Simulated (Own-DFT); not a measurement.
# What a defect does to the pressure of its cell: 2H SiC

Everything here is calculated. The program is Own-DFT (plane waves, in-house, since retired, never reviewed by a person); positions were held fixed, and spin and spin-orbit coupling were off.

Method: PBE; PseudoDojo norm-conserving scalar-relativistic files; cutoff 42 hartree; 4 x 4 x 3 k mesh centred on Gamma; Fermi-Dirac smearing of 0.1 eV.

Caveats (not all hold for every row): a neutral cation vacancy leaves holes that likely carry spin, which these runs leave out; not probed for a lower state with spin; forces on such cells moved up to 12 meV/angstrom on a denser k mesh; forces on such cells passed a denser k mesh, each cell not checked; stress not checked against mesh or cutoff.

All runs share one cell, with vectors in Å (9.248, 0.000, 0.000); (-4.624, 8.009, 0.000); (0.000, 0.000, 10.068) and a volume of 745.7 Å³. Atoms were moved at random from their sites; u is the rms move along one axis. The defect's site can differ from row to row.

```
                                     cell     formula   u (Å)  P (GPa)
                                no defect     C36Si36  0.0295     3.90
                                no defect     C36Si36  0.0306     3.91
                                no defect     C36Si36  0.0594     6.45
                 two Al on a Si site each  Al2C36Si34  0.0296     5.86
                 two Al on a Si site each  Al2C36Si34  0.0504     7.90
                 two Al on a Si site each  Al2C36Si34  0.0518     7.70
one Al on a Si site and one N on a C site  AlC35NSi35  0.0310     4.26
one Al on a Si site and one N on a C site  AlC35NSi35  0.0483     5.32
one Al on a Si site and one N on a C site  AlC35NSi35  0.0522     5.57
                            one C vacancy     C35Si36  0.0295     3.57
                            one C vacancy     C35Si36  0.0307        ?
                            one C vacancy     C35Si36  0.0308     3.84
                            one C vacancy     C35Si36  0.0318     3.81
                           one Si vacancy     C36Si35  0.0481     4.76
                           one Si vacancy     C36Si35  0.0512     4.98
                           one Si vacancy     C36Si35  0.0529     4.47
```

## Fit

P = P0 + c u² + a shift for each defect gives P0 = 3.08 GPa, c = 939 ± 85 GPa/Å² and a scatter of 0.25 GPa. The shifts, and each times the cell's volume:

- two Al on a Si site each: 2.16 ± 0.20 GPa, 10.1 eV (5.0 eV for each of its 2 sites)
- one Al on a Si site and one N on a C site: 0.08 ± 0.20 GPa, 0.4 eV (not resolved)
- one C vacancy: -0.23 ± 0.21 GPa, -1.1 eV (not resolved)
- one Si vacancy: -0.76 ± 0.21 GPa, -3.5 eV

A positive shift means that the defect pushes the cell outwards. Shift times volume (160.2 GPa Å³ is 1 eV) depends little on the cell's size, so, taken for each site, it can be compared between cells at like pressure. The atoms around the defects weren't relaxed, which would change these numbers.

## Prediction

Q: what pressure belongs in the blank (one C vacancy, u = 0.0307 Å)?

From the fit: 3.74 ± 0.29 GPa. The calculation gave 3.72 GPa.
